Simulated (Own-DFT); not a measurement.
# Computed records: In3GaP4 (zincblende random alloy, strained, atoms displaced), AlGa3N4 (wurtzite random alloy, strained)

A calculation, not a measurement: plane-wave PBE density functional theory by an unreviewed code, no spin, of a simulated periodic cell, stress positive in tension, free energy of the whole cell less one offset for each atom, forces on such cells passed a denser k mesh, this cell's mesh not checked; offsets are fitted by least squares, one for each functional and potential file, so energies compare only between cells with the same atoms and settings and are not formation energies; the far tail of each file's local potential was reset to the Coulomb form; each entry is a single point on an unrelaxed cell, so the pressure reflects the starting lattice, mostly measured values, from which strain is counted, and rises with the displacements; printed positions are rounded, which can move forces by about a meV/angstrom; the program is a retired in-house code; no spin-orbit coupling. Program: Own-DFT development build.

Settings shared by all entries: functional PBE.

(1) 
```xyz
64
Lattice="11.3066 0.0000 0.0000 0.0000 11.3066 0.0000 0.0000 0.0000 11.7722" Properties=species:S:1:pos:R:3:force_x:R:1:force_y:R:1:force_z:R:1 formula=In3GaP4 potential_files=PseudoDojo_norm-conserving,scalar-relativistic,standard_set wave_cutoff=42 occupations=Fermi-Dirac smearing_width=0.1 k_mesh=3_x_3_x_3_centred_on_Gamma free_energy_of_cell_above_offsets=-28.242 pressure=5.94 stress_xx=-6.54 stress_yy=-6.55 stress_zz=-4.72 stress_yz=-0.01 stress_xz=-0.22 stress_xy=0.12
In    11.2612     0.0545     0.0552     -0.016     -0.327     -0.132
Ga    11.3017     2.8372     2.9368      0.283      0.225      0.046
In     2.8596     0.0019     2.9373     -0.626     -0.062      0.256
Ga     2.9716     2.7901     0.0225      -0.87      0.094     -0.329
P      1.4179     1.4262     1.4907      0.256      1.549      0.088
P      1.4322     4.3189     4.4549     -0.241     -2.515      0.087
P      4.2006     1.4154     4.4478     -0.126      0.389      0.609
P      4.2178     4.2319     1.5104     -0.104     -0.261      -0.92
In     0.0117     0.0486     5.9200      0.097     -0.095      -1.18
In     0.0195     2.7572     8.8864      0.242      1.278     -1.473
In     2.8202     0.0160     8.7985     -0.931     -1.333      -0.15
Ga     2.8018     2.7362     5.8642      0.028      0.817      0.227
P      1.4295     1.3906     7.3607      0.575      1.161     -0.806
P      1.4091     4.2213    10.2704      0.599     -0.674      1.777
P      4.1807     1.3237    10.1769      1.383       2.56      1.508
P      4.2246     4.2551     7.3786      1.036     -1.022     -1.227
In    11.2425     5.6823     0.0066      1.189     -0.892      0.549
In     0.0511     8.4563     2.9922     -1.599      0.052     -0.574
In     2.7583     5.6725     2.9789      0.733     -0.252     -0.387
In     2.8069     8.4896    11.7488     -0.128     -1.007      0.171
P      1.3815     7.0658     1.5511      0.229     -0.019     -1.358
P      1.3704     9.8409     4.3668      0.649      1.355      0.943
P      4.2205     7.0721     4.4065      1.012     -0.793      0.648
P      4.1447     9.8995     1.4122      1.293     -0.391      0.927
In     0.0466     5.6881     5.9144     -0.284      0.755     -0.652
In    11.2861     8.4993     8.7169      -0.39       1.11      1.974
In     2.7953     5.5917     8.8419     -0.333      0.418     -0.416
In     2.8549     8.5227     5.8455      -0.47     -0.214       0.72
P      1.3289     7.1186     7.4374      1.974     -0.733     -1.257
P      1.4170     9.9115    10.3985     -0.798      0.265     -1.235
P      4.1869     7.0298    10.2472      0.353      0.265      0.445
P      4.2467     9.9167     7.3707     -0.098     -0.275     -0.229
In     5.6022     0.0281     0.0321      0.467     -0.016     -0.327
In     5.6744     2.7855     2.9559     -0.939      0.656       0.55
Ga     8.5144     0.0417     2.8691     -0.503        0.1      0.693
In     8.4878     2.8412     0.0240      0.505     -0.487      0.051
P      7.0542     1.5036     1.5067      0.842     -1.854     -0.051
P      7.0384     4.2226     4.4300     -1.124       1.04      0.588
P      9.8879     1.4646     4.3830      0.409     -0.675     -1.548
P      9.8946     4.2102     1.4689      0.497     -0.102      1.284
In     5.6893     0.0338     5.9349      -1.45     -0.823     -1.091
Ga     5.6497     2.8292     8.8557      0.021     -0.271     -0.317
Ga     8.4574    11.3015     8.7712      0.241     -0.106      0.776
In     8.4763     2.8433     5.8002      0.019       -0.1      1.246
P      7.0551     1.2803     7.3088      1.302      2.255      2.347
P      7.1350     4.1668    10.3207     -1.168      0.141     -1.549
P      9.9555     1.5035    10.3020     -2.042     -1.905      -0.13
P      9.9573     4.2926     7.2516     -0.877     -1.025      1.403
In     5.6831     5.6470    11.6921      -0.38     -0.125      0.488
In     5.7211     8.4688     2.9832     -0.904       0.22     -0.877
In     8.3625     5.6597     2.9319      1.405     -0.937       0.54
Ga     8.5475     8.3861     0.0419     -0.271      0.565     -0.249
P      7.1009     7.0289     1.5043     -0.347      1.267     -1.874
P      7.0108     9.8572     4.4829      0.462       2.18     -1.839
P      9.8439     7.0538     4.3722     -0.021      0.097      0.606
P      9.8107     9.9359     1.5211     -0.382     -0.723     -0.248
Ga     5.6523     5.6760     5.8634     -0.158     -0.191      0.191
In     5.6353     8.4284     8.7847      0.005      0.381      0.441
In     8.4297     5.7202     8.7784      0.907     -0.887      0.379
In     8.3288     8.5023     5.8479      2.615      0.093       0.15
P      7.1164     7.1237     7.3140     -1.785     -1.423     -0.214
P      7.0499     9.8516    10.3287      1.406      0.025      0.004
P      9.9778     7.0458    10.3197     -1.712      1.352     -0.309
P      9.9409     9.9925     7.3618      -1.96     -0.152      0.237
```

Units: wave_cutoff in hartree; smearing_width, free_energy_of_cell_above_offsets in eV; pressure, stress_xx, stress_yy, stress_zz, stress_yz, stress_xz, stress_xy in GPa; force_x, force_y, force_z in eV/Å.

(2) 
```xyz
64
Lattice="11.3066 0.0000 0.0000 0.0000 11.3066 0.0000 0.0000 0.0000 11.7722" Properties=species:S:1:pos:R:3:force_x:R:1:force_y:R:1:force_z:R:1 formula=In3GaP4 potential_files=PseudoDojo_norm-conserving,scalar-relativistic,standard_set wave_cutoff=42 occupations=Fermi-Dirac smearing_width=0.1 k_mesh=3_x_3_x_3_centred_on_Gamma free_energy_of_cell_above_offsets=-29.054 pressure=5.69 stress_xx=-6.18 stress_yy=-6.37 stress_zz=-4.52 stress_yz=0.22 stress_xz=0.3 stress_xy=-0.21
In     0.0225     0.0138    11.7545     -1.289     -0.034      0.125
In    11.2503     2.8735     2.8817      1.903     -1.588      1.517
In     2.9465    11.2449     2.9476     -0.374      0.664      0.161
Ga     2.7981     2.8573     0.0523     -0.027     -0.371     -0.472
P      1.4126     1.2839     1.4438      1.172      1.971      0.492
P      1.4417     4.2645     4.4477      0.112     -0.416      0.616
P      4.4054     1.4412     4.3512     -2.232     -0.271      1.559
P      4.2558     4.2654     1.4616     -0.383      0.144     -1.637
In     0.0203    11.2713     5.9758      0.039      0.987     -1.372
Ga     0.0345     2.8442     8.8840     -0.678     -0.051     -0.664
In     2.8321    11.2294     8.8211     -0.819      1.253       0.67
Ga     2.8012     2.7788     5.8834        0.7      0.646     -0.171
P      1.3743     1.5206     7.2947      0.569      0.332      1.104
P      1.3361     4.2421    10.2321      0.914     -1.187      0.701
P      4.2660     1.4483    10.2978      -1.09      0.146      0.843
P      4.3335     4.2907     7.4135     -1.676     -0.395     -1.658
In    11.2810     5.5955    11.7699      0.472      1.198     -0.204
Ga     0.0303     8.5223     2.9475       -0.4     -0.397      0.075
In     2.8862     5.6930     2.9563     -0.115     -0.364      0.351
In     2.8003     8.4360     0.0414     -0.196      0.011     -0.828
P      1.4785     7.1136     1.5506     -1.853     -0.154      0.277
P      1.3950     9.9167     4.3687      -0.84      0.002     -0.833
P      4.3699     7.0224     4.3989     -1.442      0.805      0.504
P      4.1892     9.8728     1.3617      0.837      0.077       0.83
Ga     0.0494     5.6170     5.8368     -0.357      0.078      0.601
In     0.0507     8.4388     8.7987     -1.138      0.816      0.802
In     2.8597     5.6479     8.8724     -0.224      0.278     -0.398
In     2.7666     8.5712     5.8115      0.834     -1.166      0.788
P      1.3268     7.0710     7.3801      1.186     -1.299      -1.69
P      1.3475     9.8776    10.3897      0.737     -0.528     -1.216
P      4.2825     7.0952    10.3489     -0.339      -1.42      1.054
P      4.2682    10.0096     7.3480     -0.117     -1.475     -0.292
In     5.6804     0.0000     0.0523     -0.129      0.465     -0.577
In     5.6240     2.8359     2.8994      0.895      0.639     -0.557
In     8.5085    11.3035     2.9663     -0.168       0.12      0.024
Ga     8.4534     2.8349     0.0346       0.17      0.228     -0.317
P      7.0947     1.4536     1.4530      0.787       0.29     -0.282
P      7.0338     4.2026     4.4105      0.825      0.311     -0.789
P      9.8791     1.4838     4.4123      0.539     -0.754      0.219
P     10.0266     4.1757     1.4640     -2.996      0.636     -1.504
In     5.7153     0.0083     5.8998      0.146      0.514       0.03
In     5.6262     2.8521     8.7958      0.341     -0.824      0.206
In     8.4746     0.1054     8.8558     -0.052     -0.796     -0.376
In     8.4615     2.8228     5.9107      0.718      0.908      -0.82
P      7.1158     1.4966     7.2966     -0.905     -0.947      1.134
P      7.0569     4.1605    10.2628      1.166      1.673       1.31
P      9.8733     1.4769    10.3312      0.407      1.117      0.124
P      9.9128     4.2267     7.3415      0.853      0.881       0.87
Ga     5.6515     5.6821     0.0134      0.421     -0.344     -0.182
In     5.5916     8.5276     2.9637      0.103      0.173     -0.691
In     8.4733     5.6833     2.8110      0.263      -0.39      0.904
In     8.4372     8.4875    11.7299      0.512      -0.22     -0.018
P      7.0333     7.1521     1.4550     -0.825     -1.039     -0.607
P      7.0136     9.8847     4.4194      0.735      0.046     -0.229
P      9.9192     7.0455     4.4897       1.42     -0.439     -1.343
P      9.8707     9.8485     1.4712      0.926      -0.36      0.546
In     5.7056     5.6460     5.8406      0.034     -0.404      0.543
In     5.5693     8.4562     8.8991      0.956      0.502     -1.375
Ga     8.5413     5.6888     8.8108      -0.58     -0.566     -0.321
In     8.5231     8.4820     5.8417     -0.632      0.041      0.446
P      7.0484     7.0483     7.3155       0.91      0.116      1.385
P      7.0364     9.8794    10.3196      0.137      0.663     -0.718
P      9.8380     7.0352    10.2580     -0.035     -0.285     -0.182
P      9.9215     9.9031     7.2937     -0.827     -0.248      1.509
```

Units: wave_cutoff in hartree; smearing_width, free_energy_of_cell_above_offsets in eV; pressure, stress_xx, stress_yy, stress_zz, stress_yz, stress_xz, stress_xy in GPa; force_x, force_y, force_z in eV/Å.

(3) 
```xyz
64
Lattice="11.3066 0.0000 0.0000 0.0000 11.3066 0.0000 0.0000 0.0000 11.7722" Properties=species:S:1:pos:R:3:force_x:R:1:force_y:R:1:force_z:R:1 formula=In3GaP4 potential_files=PseudoDojo_norm-conserving,scalar-relativistic,standard_set wave_cutoff=42 occupations=Fermi-Dirac smearing_width=0.1 k_mesh=3_x_3_x_3_centred_on_Gamma free_energy_of_cell_above_offsets=-28.883 pressure=5.78 stress_xx=-6.28 stress_yy=-6.45 stress_zz=-4.61 stress_yz=-0.61 stress_xz=-0.34 stress_xy=-0.1
In    11.2897     0.0218     0.0003      0.431     -0.055     -0.548
In    11.2991     2.8432     3.0226     -0.217      0.139     -1.102
In     2.8453    11.2985     2.9533     -0.862      0.067     -0.777
Ga     2.8029     2.8125    11.7522     -0.014     -0.034      0.322
P      1.3381     1.4412     1.4438       1.28      0.607     -0.079
P      1.3605     4.1618     4.5007      0.313      1.703      -0.62
P      4.2172     1.4004     4.3297      0.803      0.648      0.505
P      4.2053     4.1737     1.4931     -0.526      0.442     -1.679
In    11.3008     0.0517     5.9448      0.058      0.041     -1.143
In     0.0797     2.8526     8.8102      -0.63     -0.439      0.433
Ga     2.8297     0.0351     8.8076      0.077     -0.236       0.26
In     2.8364     2.8389     5.8138      0.813     -0.343      0.931
P      1.4507     1.4170     7.3606      0.936     -0.512      0.585
P      1.4610     4.2324    10.2759     -0.406     -1.004      1.978
P      4.2096     1.4449    10.3217     -0.336     -0.883      0.426
P      4.2746     4.2041     7.4683     -1.058      0.771     -2.225
In    11.2961     5.6659     0.0274      -0.19     -0.656     -0.878
In    11.3048     8.5190     2.9555      0.583     -0.539     -0.549
In     2.8227     5.7094     2.9005     -0.427     -1.043      0.349
In     2.8360     8.4900     0.0422      0.221      0.064     -0.575
P      1.4006     7.0189     1.3843      0.134      1.007      1.096
P      1.4052     9.8785     4.3962      0.233       0.37      0.715
P      4.2017     7.0171     4.4383        0.5      0.491     -0.089
P      4.2792     9.9271     1.4708      0.172      0.282     -0.469
In    11.2713     5.7003     5.9134      0.674     -0.446      0.633
Ga     0.0128     8.4513     8.9382     -0.029      0.112     -0.511
In     2.8325     5.5492     8.8984     -0.006      0.969     -1.089
In     2.8746     8.4789     5.9268     -0.577      0.029     -0.334
P      1.4596     7.0759     7.3991         -1      0.263       0.86
P      1.4325     9.9085    10.2823     -0.055       0.15     -1.061
P      4.1730     7.0259    10.2521      0.773       0.61      0.644
P      4.2266     9.8685     7.3962     -0.027      1.424       0.46
Ga     5.5761    11.2899     0.0581       0.75      0.461     -0.704
In     5.6977     2.8787     2.8734      -0.43     -0.274      0.695
Ga     8.5094    11.2901     2.8027     -0.088      0.162      0.539
Ga     8.5371     2.7214    11.7044      -0.86      1.193        0.8
P      7.0624     1.4723     1.4690      1.046     -1.561     -1.351
P      7.0779     4.2432     4.3734      0.503      0.716      0.189
P      9.8348     1.4759     4.3757     -0.267     -1.983     -0.567
P      9.8790     4.2702     1.4545     -1.366     -0.696      0.276
In     5.6560     0.0237     5.8273     -0.539       0.17      0.782
In     5.6365     2.8981     8.7949       0.92     -1.334      1.384
In     8.5786    11.2939     8.8230     -0.918      0.607      0.183
In     8.4698     2.7713     5.8846     -0.375      0.565      0.265
P      7.0457     1.4207     7.3922      0.062     -0.304      0.025
P      7.0174     4.2792    10.3312       1.94     -1.759     -0.239
P      9.8437     1.4215    10.3613      0.442      0.738     -0.477
P      9.8913     4.2144     7.3800      0.194     -0.278      -0.58
In     5.7866     5.7178    11.7004     -2.443     -0.602      0.146
In     5.6650     8.5278     2.9785     -0.234     -0.012      0.658
Ga     8.4730     5.5882     2.9825      0.053      0.592     -0.609
Ga     8.4492     8.5721     0.0340     -0.116     -0.714     -0.136
P      6.8752     7.1082     1.4229      3.356      0.717      1.187
P      7.1029     9.9454     4.4590      1.045      0.108     -1.434
P     10.0171     7.0214     4.3503     -2.288     -0.191      -0.34
P      9.9808     9.8532     1.4126     -2.181      0.119      0.284
In     5.6645     5.6623     5.9334     -0.104     -0.419     -0.244
In     5.6805     8.4604     8.8385     -0.274       -0.1      0.255
In     8.5218     5.6042     8.8034     -0.533      0.293      0.472
In     8.4745     8.4481     5.9212      0.909       0.27     -0.838
P      7.1003     7.0792     7.3414     -0.164     -0.468      0.517
P      7.1457     9.8772    10.2514     -0.656      0.323      1.845
P      9.8595     7.0382    10.3319     -0.053       1.68     -0.026
P      9.8916     9.9721     7.3427      1.031     -2.015      0.576
```

Units: wave_cutoff in hartree; smearing_width, free_energy_of_cell_above_offsets in eV; pressure, stress_xx, stress_yy, stress_zz, stress_yz, stress_xz, stress_xy in GPa; force_x, force_y, force_z in eV/Å.

(4) 
```xyz
72
Lattice="9.5092 -0.0238 0.0000 -4.7752 8.2471 0.0000 0.0000 0.0000 10.2685" Properties=species:S:1:pos:R:3:force_x:R:1:force_y:R:1:force_z:R:1 formula=AlGa3N4 potential_files=PseudoDojo_norm-conserving,scalar-relativistic,standard_set_with_the_stringent_files_for_Ga wave_cutoff=96 occupations=Gaussian smearing_width=0.01 k_mesh=4_x_4_x_3_centred_on_Gamma free_energy_of_cell_above_offsets=-14.388 pressure=5.04 stress_xx=-4.8 stress_yy=-4.8 stress_zz=-5.51 stress_yz=-0.01 stress_xz=0.01 stress_xy=-0.81
Al    -0.0046     1.8301     0.0000      0.011     -0.011     -0.003
Ga     1.5826     0.9111     2.5671     -0.046     -0.002       0.02
N     -0.0046     1.8301     1.9420      0.038      0.941     -0.696
N      1.5826     0.9111     4.5092     -0.068     -0.012     -0.006
Ga    -0.0046     1.8301     5.1343      0.051      0.001     -0.003
Ga     1.5826     0.9111     7.7014      -0.02      -0.02      0.045
N     -0.0046     1.8301     7.0763      0.065          0     -0.021
N      1.5826     0.9111     9.6434     -0.838      0.481      0.302
Ga    -1.5963     4.5791     0.0000       0.06      0.022      0.042
Al    -0.0092     3.6601     2.5671          0      0.003     -0.046
N     -1.5963     4.5791     1.9420      0.026      -0.96      0.664
N     -0.0092     3.6601     4.5092     -0.855      0.468     -0.685
Al    -1.5963     4.5791     5.1343      0.015     -0.011     -0.052
Ga    -0.0092     3.6601     7.7014     -0.055      0.029       0.03
N     -1.5963     4.5791     7.0763      0.069          0     -1.019
N     -0.0092     3.6601     9.6434     -0.037     -0.935      0.321
Ga    -3.1881     7.3281     0.0000      0.049     -0.003      0.035
Ga    -1.6009     6.4092     2.5671     -0.046      0.019      0.039
N     -3.1881     7.3281     1.9420      0.067     -0.001     -0.006
N     -1.6009     6.4092     4.5092     -0.055     -0.919      0.331
Ga    -3.1881     7.3281     5.1343       0.08      0.017      0.042
Ga    -1.6009     6.4092     7.7014     -0.047     -0.001      0.034
N     -3.1881     7.3281     7.0763      -0.77     -0.457      0.315
N     -1.6009     6.4092     9.6434     -0.052     -0.001     -0.008
Ga     3.1652     1.8221     0.0000      0.044     -0.036      0.053
Ga     4.7523     0.9031     2.5671     -0.081     -0.021      0.037
N      3.1652     1.8221     1.9420      0.075      0.923      0.308
N      4.7523     0.9031     4.5092      0.763      0.452      0.328
Ga     3.1652     1.8221     5.1343      0.054     -0.009      0.023
Ga     4.7523     0.9031     7.7014     -0.039      0.001      0.031
N      3.1652     1.8221     7.0763      0.031      0.006     -0.018
N      4.7523     0.9031     9.6434     -0.061      0.021     -0.024
Ga     1.5734     4.5712     0.0000      0.022      0.015      0.066
Al     3.1606     3.6522     2.5671     -0.043      0.029     -0.049
N      1.5734     4.5712     1.9420      0.037     -0.008      1.018
N      3.1606     3.6522     4.5092     -0.057      0.015     -1.011
Ga     1.5734     4.5712     5.1343      0.045     -0.008      0.002
Ga     3.1606     3.6522     7.7014     -0.038     -0.001      0.011
N      1.5734     4.5712     7.0763      0.053     -0.008     -0.016
N      3.1606     3.6522     9.6434      -0.05     -0.009     -0.028
Ga    -0.0183     7.3202     0.0000      0.033     -0.002      0.056
Al     1.5689     6.4012     2.5671     -0.011     -0.014     -0.056
N     -0.0183     7.3202     1.9420      0.843     -0.439      0.318
N      1.5689     6.4012     4.5092     -0.041      0.004     -1.017
Ga    -0.0183     7.3202     5.1343      0.032      0.015      0.021
Ga     1.5689     6.4012     7.7014     -0.063          0      0.036
N     -0.0183     7.3202     7.0763      0.057     -0.009      -0.01
N      1.5689     6.4012     9.6434      0.761      0.453      0.322
Ga     6.3349     1.8142     0.0000      0.061     -0.026      0.024
Ga     7.9221     0.8952     2.5671     -0.017     -0.028       0.01
N      6.3349     1.8142     1.9420      0.046      0.945      0.312
N      7.9221     0.8952     4.5092     -0.847      0.439      0.325
Al     6.3349     1.8142     5.1343      0.015      0.023     -0.036
Ga     7.9221     0.8952     7.7014     -0.081      0.003      0.052
N      6.3349     1.8142     7.0763      0.067     -0.008     -1.015
N      7.9221     0.8952     9.6434      0.764     -0.456      0.657
Ga     4.7432     4.5633     0.0000      0.059      0.033      0.057
Al     6.3304     3.6443     2.5671     -0.047      0.047     -0.011
N      4.7432     4.5633     1.9420      0.057     -0.969      0.659
N      6.3304     3.6443     4.5092      0.779     -0.472     -0.351
Ga     4.7432     4.5633     5.1343      0.053     -0.033      0.025
Ga     6.3304     3.6443     7.7014     -0.048     -0.005      0.002
N      4.7432     4.5633     7.0763       0.04      0.941      0.319
N      6.3304     3.6443     9.6434     -0.072     -0.007     -0.017
Al     3.1515     7.3123     0.0000      0.044      0.015     -0.009
Ga     4.7386     6.3933     2.5671      -0.06     -0.004     -0.007
N      3.1515     7.3123     1.9420     -0.776      -0.45      -0.68
N      4.7386     6.3933     4.5092     -0.063      0.011      -0.01
Ga     3.1515     7.3123     5.1343      0.029      0.017      0.013
Al     4.7386     6.3933     7.7014     -0.014     -0.011      0.001
N      3.1515     7.3123     7.0763      0.867     -0.466      0.317
N      4.7386     6.3933     9.6434     -0.865      0.445     -0.709
```

Units: wave_cutoff in hartree; smearing_width, free_energy_of_cell_above_offsets in eV; pressure, stress_xx, stress_yy, stress_zz, stress_yz, stress_xz, stress_xy in GPa; force_x, force_y, force_z in eV/Å.
